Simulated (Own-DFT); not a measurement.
# How strain changes the stress of wurtzite GaN, 72 atoms (Ga36N36)

These are calculations, not measurements. The program, named Own-DFT, is a retired in-house plane-wave density functional code that no person has reviewed. Each row is one single-point run on a periodic cell that was not relaxed, without spin or spin-orbit coupling.

Settings of every run: PBE; PseudoDojo norm-conserving scalar-relativistic files (stringent for Ga); cutoff 96 hartree; 4 x 4 x 3 k mesh centred on Gamma; Gaussian smearing of 0.01 eV.

Known limits: forces not confirmed at this smearing and k mesh; stress not checked against mesh or cutoff.

Unstrained cell vectors in Å: (9.567, 0.000, 0.000); (-4.783, 8.285, 0.000); (0.000, 0.000, 10.370). The unstrained cell has measured lattice constants (interpolated for alloys), not those of this functional. That, the random moves and any unrelaxed bonds set the pressure at no strain. Each run strains this cell uniformly, with the atoms carried along. Every atom was also moved at random, by a Gaussian of width 0.05 Å on each axis. Strain is the symmetric tensor, in per cent. Stress is positive in tension, and the pressure is minus a third of its trace.

```
run,e_xx (%),e_yy (%),e_zz (%),e_yz (%),e_xz (%),e_xy (%),s_xx (GPa),s_yy (GPa),s_zz (GPa),s_yz (GPa),s_xz (GPa),s_xy (GPa),P (GPa),E (meV/atom)
1,-1.83,1.68,-1.40,0.63,0.43,-1.22,-13.86,-4.11,-13.75,1.48,1.14,-3.56,10.57,32.2
2,1.74,0.23,0.53,1.49,1.23,-0.17,-1.00,-3.78,-3.00,3.18,2.85,-0.45,2.59,9.6
3,-1.90,1.82,1.80,1.73,-1.30,1.93,-11.38,-2.33,0.74,3.59,-2.24,5.80,4.32,21.3
4,-0.02,1.56,0.90,-0.30,-0.06,0.08,-6.01,0.09,-2.76,-0.81,0.60,0.29,2.90,8.9
5,-0.90,0.09,1.62,-1.15,-1.04,0.74,-10.81,-6.06,0.27,-1.55,-2.01,2.21,5.53,6.7
6,1.50,-1.85,1.19,-0.48,-1.09,-1.76,-3.04,-12.89,-2.69,-1.76,-2.77,-5.58,6.21,32.4
7,1.09,-0.76,0.20,-1.12,1.42,0.11,-4.22,-8.39,-4.71,-2.38,2.17,-0.67,5.77,6.3
8,-0.74,-1.71,-0.61,-1.41,1.71,-1.58,-12.87,-15.28,-12.95,-3.84,3.32,-4.38,13.70,38.4
9,-0.15,1.42,0.65,-0.47,1.45,-0.49,-5.12,-1.40,-3.06,-0.96,3.10,-0.95,3.19,0.0
10,-0.91,-0.93,-0.29,-1.25,0.09,1.30,-11.60,-11.23,-12.16,-2.95,-0.75,3.77,11.66,32.1
11,-0.11,1.15,1.01,-0.06,1.90,-0.76,-5.11,-2.16,-2.50,-0.41,4.44,-2.64,3.26,6.8
12,-1.03,1.98,0.79,-1.93,1.57,-1.07,-9.23,0.52,-3.82,-3.33,2.64,-2.88,4.18,23.4
13,1.87,1.99,-1.43,-0.31,-0.66,0.57,0.46,2.31,-10.48,-1.04,-0.61,0.99,2.57,2.9
14,0.83,0.91,0.70,0.86,1.33,-0.48,-2.00,-1.06,-4.04,2.03,2.73,-0.81,2.37,0.3
15,0.67,-0.35,0.50,-1.85,-1.74,0.93,-6.49,-7.29,-4.02,-3.50,-4.40,4.53,5.93,11.8
16,-0.41,1.07,-1.65,1.55,1.96,-1.37,-8.73,-2.66,-16.15,3.29,4.43,-4.24,9.18,21.8
17,-0.79,-0.87,0.68,-1.89,0.62,1.47,?,?,?,?,?,?,?,?
```

E is the free energy for each atom above the lowest run shown.

## Worked fit

Each stress component was fitted by least squares to a constant and the strains of the runs shown, as fractions, with shears doubled. Shear strains stay in the fit of a normal stress only where such slopes are resolved. The slopes, in GPa:

| stress | at no strain | per e_xx | per e_yy | per e_zz | scatter |
|---|---|---|---|---|---|
| s_xx | -7.6 | 376 ± 18 | 115 ± 16 | 64 ± 19 | 0.79 |
| s_yy | -6.9 | 125 ± 18 | 400 ± 16 | 40 ± 19 | 0.78 |
| s_zz | -7.7 | 105 ± 22 | 87 ± 21 | 480 ± 24 | 1.00 |

Each shear stress against twice its own strain: yz 100 ± 6, xz 100 ± 6, xy 146 ± 12 GPa. These are stiffnesses along x, y and z of the frame in which the cell vectors are given, which need not be the crystal's axes. The atoms are held to the strained lattice; where symmetry lets them move under strain, relaxing them would lower some slopes. The table should be nearly symmetric about its diagonal, and what it lacks of that shows the noise. A ninth of its sum, 199 ± 4 GPa, estimates the bulk modulus near the mean pressure of these runs, 5.9 GPa, so it lies above the value at zero pressure.

## Withheld run

Question: what normal stresses and pressure should run 17 give?

The fit gives s_xx = -11.2, s_yy = -11.1, s_zz = -6.0 and P = 9.4 GPa. The calculation gave -10.75, -11.92, -5.15 and P = 9.27 GPa.
